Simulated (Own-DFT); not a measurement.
# How strain changes the stress of 4H SiC, 32 atoms (C16Si16)

These are calculations, not measurements. The program, named Own-DFT, is a retired in-house plane-wave density functional code that no person has reviewed. Each row is one single-point run on a periodic cell that was not relaxed, without spin or spin-orbit coupling.

Settings of every run: PBE; PseudoDojo norm-conserving scalar-relativistic files; cutoff 42 hartree; 5 x 5 x 3 k mesh centred on Gamma; Fermi-Dirac smearing of 0.1 eV.

Known limits: forces on such cells passed a denser k mesh, each cell not checked; stress not checked against mesh or cutoff.

Unstrained cell vectors in Å: (6.165, 0.000, 0.000); (-3.083, 5.339, 0.000); (0.000, 0.000, 10.068). The unstrained cell has measured lattice constants (interpolated for alloys), not those of this functional. That, the random moves and any unrelaxed bonds set the pressure at no strain. Each run strains this cell uniformly, with the atoms carried along. Every atom was also moved at random, by a Gaussian of width 0.05 Å on each axis. Strain is the symmetric tensor, in per cent. Stress is positive in tension, and the pressure is minus a third of its trace.

```
run,e_xx (%),e_yy (%),e_zz (%),e_yz (%),e_xz (%),e_xy (%),s_xx (GPa),s_yy (GPa),s_zz (GPa),s_yz (GPa),s_xz (GPa),s_xy (GPa),P (GPa),E (meV/atom)
1,0.95,0.33,-0.88,1.60,-0.32,-0.30,-0.43,-1.49,-11.36,5.25,-0.88,-0.42,4.42,24.3
2,1.82,0.89,-0.12,0.31,-0.55,1.94,6.43,-1.98,-4.08,1.39,-1.62,8.45,-0.13,30.1
3,0.13,-0.48,-1.65,-1.77,-1.23,0.68,-6.13,-7.62,-18.06,-5.53,-3.05,2.47,10.60,38.1
4,1.62,1.63,0.35,-0.32,-1.93,1.38,5.80,5.71,-4.51,-1.23,-6.19,5.71,-2.34,10.1
5,-0.23,-0.10,-1.15,-0.30,-1.55,0.47,-4.18,-6.27,-15.38,-0.24,-5.20,2.51,8.61,18.2
6,-0.14,1.80,1.15,-0.98,-0.91,-1.52,-1.23,4.56,-1.49,-3.94,-2.90,-6.17,-0.61,12.8
7,-1.90,1.86,1.70,0.49,-0.11,-1.70,-15.41,3.60,4.94,1.50,-0.14,-9.45,2.29,36.4
8,-1.09,1.23,0.69,0.61,-1.04,0.18,-8.54,1.34,-4.38,3.56,-3.03,0.81,3.86,34.8
9,-0.59,-1.11,1.63,0.85,-1.81,-0.05,-9.76,-8.50,1.58,2.07,-7.23,-1.51,5.56,20.4
10,1.51,0.97,0.42,-0.30,0.51,-0.99,3.45,3.71,-3.50,-0.97,2.53,-3.29,-1.22,0.0
11,-1.76,-1.13,0.68,-1.56,0.96,1.54,-13.55,-16.06,-3.71,-7.17,3.24,9.36,11.11,48.0
12,-0.25,0.08,0.15,-1.62,-1.04,0.86,-5.79,-4.75,-5.09,-4.53,-4.06,4.87,5.21,9.9
13,-1.85,1.75,0.21,0.59,0.57,1.78,-15.00,3.29,-5.15,2.60,1.92,7.56,5.62,30.9
14,0.08,1.18,-1.36,-1.16,0.39,1.49,-6.96,2.16,-14.09,-4.04,2.25,6.61,6.30,34.3
15,-0.39,1.59,1.76,1.40,-0.44,-1.21,-5.60,3.12,3.43,4.73,-3.59,-4.43,-0.31,40.1
16,0.23,1.18,1.51,0.70,1.49,-1.14,?,?,?,?,?,?,?,?
```

E is the free energy for each atom above the lowest run shown.

## Worked fit

Each stress component was fitted by least squares to a constant and the strains of the runs shown, as fractions, with shears doubled. Shear strains stay in the fit of a normal stress only where such slopes are resolved. The slopes, in GPa:

```
stress,at no strain,per e_xx,per e_yy,per e_zz,scatter
s_xx,-4.8,567 ± 43,49 ± 48,58 ± 48,1.79
s_yy,-5.1,101 ± 44,551 ± 50,24 ± 50,1.85
s_zz,-7.1,43 ± 34,44 ± 39,599 ± 39,1.43
```

Each shear stress against twice its own strain: yz 176 ± 11, xz 176 ± 12, xy 220 ± 15 GPa. These are stiffnesses along x, y and z of the frame in which the cell vectors are given, which need not be the crystal's axes. The atoms are held to the strained lattice; where symmetry lets them move under strain, relaxing them would lower some slopes. The table should be nearly symmetric about its diagonal, and what it lacks of that shows the noise. A ninth of its sum, 226 ± 5 GPa, estimates the bulk modulus near the mean pressure of these runs, 3.9 GPa, so it lies above the value at zero pressure.

## Withheld run

Question: what normal stresses and pressure should run 16 give?

The fit gives s_xx = -2.1, s_yy = 2.1, s_zz = 2.6 and P = -0.9 GPa. The calculation gave -2.29, -0.68, 4.57 and P = -0.53 GPa.
